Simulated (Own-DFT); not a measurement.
# PBE against PBEsol on the same cells

Calculated results; nothing here was measured. They come from Own-DFT, an in-house plane-wave density functional program, since retired, whose code no person has reviewed. Each row is one single-point run on a periodic cell that was not relaxed, without spin or spin-orbit coupling.

Known limits, some of them of some rows only: forces on such cells failed a check on a denser k mesh; forces on such cells passed a denser k mesh, each cell not checked; stress not checked against mesh or cutoff.

Each cell was run twice at the same cutoff, k mesh and smearing, with PBE and with PBEsol, on PseudoDojo norm-conserving files made for PBE. Atoms were moved at random from their sites; u is the rms move along one axis. Files made for PBEsol would give a somewhat different change.

```
                                                  cell  atoms  volume (Å³/atom)  u (Å)  cutoff (hartree)  P with PBE (GPa)  P with PBEsol (GPa)  change (GPa)
               C11b WSi2 with one Si vacancy (Si19W10)     29             13.90  0.028                50              3.57                -0.42         -3.99
               C11b WSi2 with one Si vacancy (Si19W10)     29             13.90  0.050                50              5.00                 1.00         -4.00
               C11b WSi2 with one Si vacancy (Si19W10)     29             13.90  0.029                50              3.23                -0.76         -3.98
             D0_22 TiAl3 with one Ti vacancy (Al30Ti9)     39             16.04  0.055                42              2.52                 0.73         -1.79
             D0_22 TiAl3 with one Ti vacancy (Al30Ti9)     39             16.04  0.030                42              1.77                -0.02         -1.79
             D0_22 TiAl3 with one Ti vacancy (Al30Ti9)     39             16.04  0.056                42              2.50                 0.71         -1.79
            L1_0 TiAl with two Al vacancies (Al14Ti16)     30             17.13  0.069                42              0.38                -2.33         -2.71
            L1_0 TiAl with two Al vacancies (Al14Ti16)     30             17.13  0.080                42              0.16                -2.55         -2.70
            L1_0 TiAl with two Al vacancies (Al14Ti16)     30             17.13  0.027                42             -0.73                -3.43         -2.70
wurtzite AlGaN with randomly placed atoms (Al27Ga9N36)     72             10.68  0.080                42              9.56                 6.47         -3.09
wurtzite AlGaN with randomly placed atoms (Al27Ga9N36)     72             10.05  0.055                42             22.01                18.62         -3.40
wurtzite AlGaN with randomly placed atoms (Al27Ga9N36)     72             11.22  0.052                42             -2.82                    ?             ?
```

## Worked reading

Mean change of pressure by composition, in GPa: Si19W10, -3.99; Al3GaN4, -3.24; Al7Ti8, -2.70; Al10Ti3, -1.79. At a fixed cell PBEsol gives the lower pressure, because it favours a smaller volume than PBE. Here the change varies more between materials than between cells of one material.

## Withheld value

Question: what PBEsol pressure should the Al27Ga9N36 cell with the blank give?

Adding the mean change of the cells with its composition, -3.24 GPa, to -2.82 gives -6.1 GPa. The calculation gave -5.74 GPa.
